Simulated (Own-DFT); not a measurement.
# Computed records: Hf36O71 (tetragonal hafnia with one neutral oxygen vacancy, atoms displaced)

A calculation, not a measurement: plane-wave PBE and HSE06 DFT by an unreviewed code, no spin, of a simulated cell at Gamma alone, so results move with cell size and shape, stress positive in tension, energies less offsets, not probed for a lower state with spin; hafnium file: forces about 75 meV/angstrom off all-electron values; oxygen file: force components 24 meV/angstrom off all-electron in a glass; k mesh not checked against a denser one; forces and stress are PBE's, HSE06 gives the energy alone, and its difference from PBE has offsets of its own; offsets are fitted by least squares, one for each functional and potential file, so energies compare only between cells with the same atoms and settings and are not formation energies; the far tail of each file's local potential was reset to the Coulomb form; each entry is a single point on an unrelaxed cell, so the pressure reflects the starting lattice, taken from the Materials Project, from which strain is counted, and rises with the displacements; printed positions are rounded, which can move forces by about a meV/angstrom; the program is a retired in-house code; no spin-orbit coupling. Program: Own-DFT development build.

Common to all runs: first functional PBE; second functional HSE06; exact exchange share 0.25; screening 0.11 1/bohr; exchange divergence Gygi-Baldereschi; potential files PseudoDojo norm-conserving, scalar-relativistic, made for PBE, standard set; wave cutoff 48 hartree; occupations fixed; k mesh 1 x 1 x 1 centred on Gamma.

(1) Hf36O71 (tetragonal hafnia with one neutral oxygen vacancy, atoms displaced)

```
Hf36O71
1.0
     10.7800     0.0000     0.0000
      0.0000    10.7800     0.0000
      0.0000     0.0000    10.4493
Hf O Hf O Hf O Hf O Hf O Hf O Hf O Hf O Hf O Hf O Hf O Hf O Hf O Hf O Hf O Hf O Hf O Hf O
2 4 2 3 2 4 2 4 2 4 2 4 2 4 2 4 2 4 2 4 2 4 2 4 2 4 2 4 2 4 2 4 2 4 2 4
Direct
  0.00143 0.99902 0.99898
  0.17042 0.16531 0.25363
  0.99800 0.16779 0.14802
  0.16621 0.00037 0.34655
  0.00150 0.16673 0.40516
  0.16736 0.99665 0.09640
  0.00959 0.00582 0.50410
  0.16414 0.16463 0.75359
  0.99679 0.16736 0.64989
  0.16720 0.99995 0.84986
  0.16699 0.00170 0.59733
  0.00200 0.33293 0.00054
  0.16522 0.50171 0.25353
  0.00327 0.49929 0.15389
  0.16797 0.33201 0.35005
  0.00253 0.49830 0.40444
  0.16170 0.32958 0.09398
  0.00076 0.33589 0.49856
  0.16584 0.49696 0.75384
  0.99445 0.49968 0.65785
  0.16588 0.33145 0.84231
  0.99867 0.50185 0.90046
  0.16491 0.33031 0.59007
  0.99931 0.66549 0.99859
  0.16686 0.83746 0.24733
  0.99712 0.82992 0.15155
  0.16971 0.66267 0.34945
  0.00629 0.83139 0.40908
  0.16252 0.66660 0.09947
  0.00033 0.66698 0.50227
  0.16153 0.83247 0.74832
  0.00132 0.83768 0.65296
  0.16704 0.66734 0.84725
  0.99736 0.83801 0.90028
  0.16563 0.66786 0.60201
  0.33980 0.99818 0.00226
  0.50396 0.17383 0.24631
  0.33277 0.16981 0.15271
  0.49836 0.00495 0.35371
  0.33137 0.16652 0.40290
  0.49998 0.00353 0.09712
  0.33349 0.99907 0.50157
  0.50442 0.16741 0.75242
  0.33588 0.17247 0.65256
  0.49462 0.00281 0.84582
  0.33330 0.16427 0.89985
  0.50144 0.99761 0.59923
  0.33108 0.33021 0.99971
  0.50000 0.50014 0.24812
  0.33415 0.49870 0.15320
  0.49818 0.33735 0.34464
  0.33278 0.49871 0.39779
  0.49955 0.32968 0.09314
  0.33334 0.33313 0.49577
  0.49601 0.50217 0.75290
  0.33374 0.50398 0.65873
  0.50260 0.33433 0.84536
  0.33244 0.49596 0.90246
  0.49655 0.33202 0.59844
  0.33264 0.66365 0.00145
  0.50312 0.83001 0.24457
  0.33463 0.83281 0.15196
  0.50071 0.66501 0.34331
  0.33837 0.83253 0.40251
  0.49835 0.66190 0.09816
  0.33608 0.66654 0.50335
  0.50199 0.83189 0.75540
  0.33164 0.83557 0.65438
  0.50437 0.66951 0.84674
  0.33660 0.83691 0.90179
  0.50033 0.67281 0.59819
  0.67323 0.99761 0.99815
  0.83186 0.16571 0.25244
  0.66858 0.16536 0.15546
  0.83475 0.99623 0.34797
  0.67083 0.16673 0.39801
  0.83423 0.99725 0.09718
  0.66698 0.99721 0.50392
  0.83408 0.16934 0.74957
  0.66777 0.16663 0.65047
  0.83122 0.00058 0.85068
  0.66809 0.16047 0.90759
  0.83558 0.99853 0.59666
  0.67100 0.33554 0.00117
  0.83519 0.50447 0.24962
  0.67078 0.50039 0.15115
  0.83573 0.33053 0.35195
  0.66481 0.50281 0.40250
  0.83075 0.33209 0.10160
  0.66526 0.33303 0.49896
  0.83607 0.50322 0.74916
  0.66332 0.50365 0.65070
  0.83160 0.33397 0.84874
  0.66506 0.50465 0.90043
  0.83073 0.33203 0.59644
  0.66580 0.66311 0.00104
  0.83139 0.83542 0.25768
  0.66606 0.83684 0.15170
  0.83598 0.66850 0.34964
  0.67016 0.83354 0.40465
  0.83199 0.67058 0.09419
  0.66378 0.66608 0.50387
  0.83724 0.83178 0.74971
  0.66210 0.82761 0.65066
  0.83354 0.67083 0.84668
  0.67075 0.84045 0.89683
  0.83026 0.66851 0.59641
```

* PBE energy of cell above offsets: -100.912 eV
* HSE06 less PBE above offsets: -0.142 eV
* PBE pressure: 0.99 GPa
* PBE stress xx: -0.79 GPa
* PBE stress yy: -0.6 GPa
* PBE stress zz: -1.6 GPa
* PBE stress yz: -0.3 GPa
* PBE stress xz: -0.44 GPa
* PBE stress xy: -0.01 GPa

Force:
```
element  x (eV/Å)  y (eV/Å)  z (eV/Å)
     Hf    -0.193     0.958       0.3
     Hf    -0.627     0.553    -0.659
      O     0.419    -0.136     0.248
      O      0.04    -0.192     0.345
      O     0.156     0.093    -0.467
      O     0.092    -0.096     0.419
     Hf    -2.071    -0.727    -0.681
     Hf     0.913    -0.398    -0.759
      O     0.636    -0.151     0.959
      O    -0.738     0.072    -0.398
      O     0.626     0.166     0.696
     Hf    -1.013    -0.984     0.009
     Hf     0.701    -0.139     0.114
      O    -0.973     0.185    -0.218
      O    -0.151     0.205    -0.811
      O    -0.115     0.788    -0.218
      O     1.038     0.278     0.073
     Hf    -0.755    -0.862     0.077
     Hf    -0.007     0.863    -0.764
      O     1.437    -0.021    -0.803
      O    -0.438     0.083     0.757
      O     0.106    -0.418     0.326
      O     0.341     0.651     0.918
     Hf    -0.088     0.997     0.333
     Hf    -0.498    -0.964     0.175
      O     0.471     0.187     0.562
      O    -0.134     0.931    -0.084
      O     0.031     0.447    -0.419
      O     0.947    -0.068    -0.429
     Hf     0.119     0.189     -0.36
     Hf      1.37     0.149      0.49
      O    -0.261    -0.415    -0.149
      O         0    -0.242     0.444
      O     0.222    -1.199    -0.038
      O     -0.02    -0.211    -0.366
     Hf    -0.558     0.362    -0.709
     Hf    -0.287    -1.568     0.627
      O     0.013     0.086      0.01
      O     0.195    -0.526    -1.136
      O    -0.237     0.076    -0.166
      O     0.587    -0.216     0.253
     Hf     1.634    -0.016    -0.054
     Hf    -0.934    -0.086    -0.627
      O     -0.44    -0.495     0.295
      O     0.279    -0.487     0.328
      O    -0.174     0.695     0.582
      O    -0.233     0.151     0.026
     Hf      0.22     -0.79     0.085
     Hf     0.002     0.337     0.209
      O    -0.571    -0.016    -0.419
      O     0.227    -0.548      0.25
      O     0.257     0.491     0.856
      O     0.402     0.234     0.223
     Hf    -0.097    -0.612     0.607
     Hf     1.115    -0.697    -0.439
      O    -0.614     0.047    -0.702
      O     0.091     0.154     0.357
      O    -0.073     0.642     0.177
      O     0.686     0.413    -0.587
     Hf    -0.707     0.723    -0.156
     Hf    -0.639     1.353     1.466
      O      0.04    -0.231    -0.099
      O     0.048     0.257     0.323
      O    -0.429    -0.111      0.21
      O     0.351     0.276    -0.265
     Hf     -0.75     0.318    -0.541
     Hf     -0.55     1.436    -0.975
      O    -0.144    -0.169    -0.047
      O      -0.4    -0.773     0.853
      O    -0.057    -1.321     0.617
      O    -0.736    -0.493     0.002
     Hf    -0.303     0.166     0.605
     Hf     0.362    -0.043     0.032
      O     -0.02     0.285    -0.423
      O      0.16     0.855     0.088
      O    -0.268     0.108      0.63
      O     0.312     0.088     0.213
     Hf    -0.277     0.472    -0.404
     Hf    -0.358    -0.606    -0.037
      O    -0.086     0.028     0.221
      O     0.775     0.496    -0.616
      O    -0.178     1.689    -0.548
      O    -0.013    -0.087     0.179
     Hf    -0.366    -0.586    -0.552
     Hf     0.067    -0.804     0.567
      O    -0.513      0.08    -0.175
      O    -0.035     1.081     -0.69
      O     0.255    -0.593    -0.234
      O     0.774     0.326    -0.395
     Hf      0.12    -0.026     0.208
     Hf    -1.716    -0.255     0.156
      O     0.236    -0.082     0.394
      O     0.166      0.11     0.113
      O     0.215    -0.727     0.434
      O     0.206     0.317     0.309
     Hf     0.257     1.014    -0.471
     Hf     0.306     -0.08    -0.999
      O      0.15    -0.433     -0.02
      O     0.141    -0.559    -0.208
      O    -0.234    -0.336    -0.437
      O      0.06    -0.688     0.237
     Hf     0.175     0.216    -0.222
     Hf    -1.206     1.135     -0.27
      O     1.146     0.423     0.338
      O     0.137    -0.817      0.14
      O    -0.513    -1.581     0.415
      O     0.965    -0.059     0.367
```

(2) Hf36O71 (tetragonal hafnia with one neutral oxygen vacancy, atoms displaced)

```
Hf36O71
1.0
     10.7800     0.0000     0.0000
      0.0000    10.7800     0.0000
      0.0000     0.0000    10.4493
Hf O Hf O Hf O Hf O Hf O Hf O Hf O Hf O Hf O Hf O Hf O Hf O Hf O Hf O Hf O Hf O Hf O Hf O
2 4 2 4 2 4 2 4 2 4 2 4 2 4 2 4 2 4 2 4 2 4 2 4 2 4 2 3 2 4 2 4 2 4 2 4
Direct
  0.99046 0.00617 0.00473
  0.18096 0.17292 0.25366
  0.98419 0.16867 0.16153
  0.15337 0.00351 0.34121
  0.99286 0.16470 0.41418
  0.16938 0.00090 0.09959
  0.00177 0.00017 0.49550
  0.16066 0.16737 0.76052
  0.99135 0.16793 0.65298
  0.17613 0.98055 0.84831
  0.99604 0.15804 0.89826
  0.15777 0.99052 0.60279
  0.00495 0.33717 0.99673
  0.17934 0.49957 0.23484
  0.00060 0.48899 0.16461
  0.15490 0.32442 0.35040
  0.00897 0.50372 0.40061
  0.17976 0.33556 0.10322
  0.98186 0.33942 0.49443
  0.16437 0.49576 0.76017
  0.99649 0.48773 0.66710
  0.17404 0.32481 0.85239
  0.98762 0.49816 0.90595
  0.17236 0.33124 0.59978
  0.00212 0.67117 0.01081
  0.17323 0.83263 0.24060
  0.00831 0.83296 0.15373
  0.14706 0.66349 0.33996
  0.01314 0.83895 0.39806
  0.17090 0.67319 0.10536
  0.99843 0.66733 0.48105
  0.17094 0.82661 0.74972
  0.00109 0.81394 0.65029
  0.15417 0.66681 0.85706
  0.98983 0.83437 0.89678
  0.16032 0.65527 0.61015
  0.34471 0.99187 0.99513
  0.50121 0.17329 0.24256
  0.35155 0.16301 0.15664
  0.49536 0.99788 0.32780
  0.32373 0.17378 0.40658
  0.48768 0.98866 0.10514
  0.33008 0.99910 0.50553
  0.49615 0.17753 0.75907
  0.33048 0.16790 0.65357
  0.48627 0.00381 0.85435
  0.33499 0.16801 0.89611
  0.49511 0.00366 0.58998
  0.34137 0.33596 0.00305
  0.49338 0.49404 0.25388
  0.34344 0.50281 0.14055
  0.50079 0.33286 0.35275
  0.32554 0.49643 0.40383
  0.50777 0.34638 0.08416
  0.33857 0.33741 0.50578
  0.49299 0.49266 0.76037
  0.32816 0.49621 0.65169
  0.49416 0.33125 0.83154
  0.33379 0.51112 0.90482
  0.50294 0.33914 0.60221
  0.34431 0.66253 0.99126
  0.49173 0.82868 0.26691
  0.33398 0.83955 0.14027
  0.49708 0.66827 0.34702
  0.34217 0.83152 0.40455
  0.49193 0.66457 0.08286
  0.32346 0.66069 0.50015
  0.50555 0.84420 0.74527
  0.34375 0.83113 0.65220
  0.49046 0.67023 0.85711
  0.31958 0.83074 0.89902
  0.50772 0.66606 0.58753
  0.66637 0.99977 0.99269
  0.81814 0.17547 0.26174
  0.66539 0.17375 0.15846
  0.83663 0.99985 0.34258
  0.67730 0.15939 0.41142
  0.84329 0.00166 0.09020
  0.66401 0.99682 0.49955
  0.82773 0.17055 0.74985
  0.67403 0.16703 0.64098
  0.66411 0.16300 0.91110
  0.84173 0.98759 0.58699
  0.67488 0.32933 0.98859
  0.83429 0.51467 0.25156
  0.64846 0.49741 0.15242
  0.82915 0.33409 0.34086
  0.66505 0.48983 0.40340
  0.83688 0.33238 0.10819
  0.65782 0.32865 0.48955
  0.82998 0.49640 0.75126
  0.67497 0.50106 0.65395
  0.84669 0.33799 0.84090
  0.66210 0.49941 0.90639
  0.83559 0.32821 0.59313
  0.67186 0.66724 0.00567
  0.83827 0.82609 0.25977
  0.66416 0.83507 0.14914
  0.83386 0.66968 0.33336
  0.66737 0.84034 0.39235
  0.83837 0.64990 0.09609
  0.67519 0.66183 0.49685
  0.82960 0.82329 0.75472
  0.67019 0.82628 0.64351
  0.82227 0.67495 0.84538
  0.67181 0.82611 0.90284
  0.84743 0.65288 0.59099
```

* PBE pressure: withheld
* PBE stress yy: withheld
* PBE stress zz: withheld

To be estimated
1. Hf36O71 (tetragonal hafnia with one neutral oxygen vacancy, atoms displaced) (entry 2): PBE pressure?
2. Estimate the PBE stress yy of Hf36O71 (tetragonal hafnia with one neutral oxygen vacancy, atoms displaced) (entry 2).
3. Give the missing PBE stress zz for Hf36O71 (tetragonal hafnia with one neutral oxygen vacancy, atoms displaced) (entry 2).

Answers
1. 5.6 GPa
2. -8.83 GPa
3. -5.8 GPa

Further results for Hf36O71 (tetragonal hafnia with one neutral oxygen vacancy, atoms displaced) (entry 2):

- PBE energy of cell above offsets: -87.072 eV
- HSE06 less PBE above offsets: 0.671 eV
- PBE stress xx: -2.17 GPa
- PBE stress yz: -0.43 GPa
- PBE stress xz: 0.17 GPa
- PBE stress xy: 0.02 GPa

Force:
```
element  x (eV/Å)  y (eV/Å)  z (eV/Å)
     Hf     4.838    -1.371    -0.495
     Hf    -2.509    -2.111    -0.251
      O     2.411     0.285    -0.579
      O     1.721     0.015     0.511
      O    -0.502     1.488    -0.529
      O    -0.035     0.788    -0.662
     Hf    -0.014     0.554     0.237
     Hf    -0.174     -2.63    -2.432
      O     0.801     -0.04     1.419
      O    -0.827     3.729    -0.407
      O     0.213     1.704     0.005
      O     2.075     0.246    -0.466
     Hf    -1.257     -1.46     2.129
     Hf    -2.235    -0.389     2.297
      O     1.042      0.44    -1.281
      O     0.692     2.338    -0.854
      O    -1.859    -1.084    -0.132
      O     -0.47    -0.081    -0.761
     Hf     4.116    -1.603     0.112
     Hf    -1.271     1.073    -2.119
      O     0.886    -0.529    -0.466
      O    -0.727     2.051     1.377
      O     1.064     0.817     1.233
      O    -0.876     0.125     0.118
     Hf     2.147     1.247    -2.186
     Hf    -0.256     1.648     0.152
      O    -2.178    -0.977    -0.593
      O     2.356     0.192     0.334
      O    -1.566     -1.79    -0.481
      O    -0.173    -1.631    -0.585
     Hf     2.379     1.938     3.406
     Hf    -1.465      0.12    -0.283
      O    -0.523     0.448     0.537
      O    -0.026    -1.424    -0.102
      O    -0.765     0.172     1.318
      O     1.356    -0.027     -2.05
     Hf     -3.64    -0.525     0.416
     Hf      1.34    -2.453     1.985
      O     -3.12     1.597    -1.908
      O     0.203     2.602     2.897
      O     0.802    -1.224    -0.195
      O      3.63     1.112    -1.437
     Hf    -1.871     0.882    -0.354
     Hf    -1.062    -5.133    -3.854
      O     0.904    -0.374     0.452
      O     1.893    -0.458    -1.142
      O     0.412     0.801     1.297
      O     1.166    -0.415      0.87
     Hf    -1.058    -0.846    -0.905
     Hf     1.671     1.936    -0.551
      O     -0.99    -0.726     0.882
      O    -0.082    -0.533    -0.247
      O     0.145     0.673    -1.468
      O    -0.589    -1.465     0.271
     Hf    -2.853    -1.406     1.125
     Hf     1.075     4.888    -2.936
      O     1.314      0.44      0.84
      O     0.196     1.788     4.211
      O    -0.197    -5.353     -2.34
      O     0.075     -0.24    -0.178
     Hf    -2.538     4.846     1.019
     Hf     0.751     1.523    -4.463
      O     0.177    -1.133     1.727
      O     0.279    -3.159     0.301
      O    -1.277    -0.278     0.043
      O     3.511      0.34     2.809
     Hf     0.777     0.605     1.673
     Hf    -0.321    -1.988     0.331
      O    -0.931    -0.115     -0.51
      O     1.124      0.02    -2.846
      O     1.585    -0.962    -0.142
      O    -0.967    -0.564     0.149
     Hf     0.408    -3.163     2.496
     Hf     3.927      -2.5    -1.549
      O     -0.91    -0.267    -1.633
      O    -0.359    -1.089    -0.236
      O    -1.028     0.937    -1.512
      O    -5.417    -0.611       0.6
     Hf     2.197    -0.484      0.55
     Hf     1.821    -1.513    -1.572
      O     -1.69    -0.053     1.974
      O    -0.171     1.432    -1.973
      O    -2.384     0.139     1.058
     Hf     1.715     1.914       3.6
     Hf    -0.608     -5.81    -2.574
      O     2.672      1.09     0.877
      O     0.126     2.779     2.105
      O     0.458     2.619    -0.705
      O    -1.381     0.755    -2.966
     Hf     1.778    -0.401     2.577
     Hf     1.231      2.34    -0.795
      O    -2.173    -0.056    -0.119
      O    -1.536    -2.266     1.728
      O    -0.038    -0.733     -0.77
      O    -3.246     0.608     0.645
     Hf    -1.978     0.253     0.039
     Hf    -0.548     6.974    -3.259
      O     1.239    -1.041     0.318
      O    -0.239    -0.814     4.233
      O     0.145    -2.004      0.79
      O    -0.824     0.193       0.8
     Hf    -1.434      0.25     1.723
     Hf     2.487     3.433     -2.09
      O    -0.684       0.3     0.324
      O    -0.071    -4.234     1.327
      O    -0.809     1.966    -0.542
      O    -2.598     0.082    -0.761
```
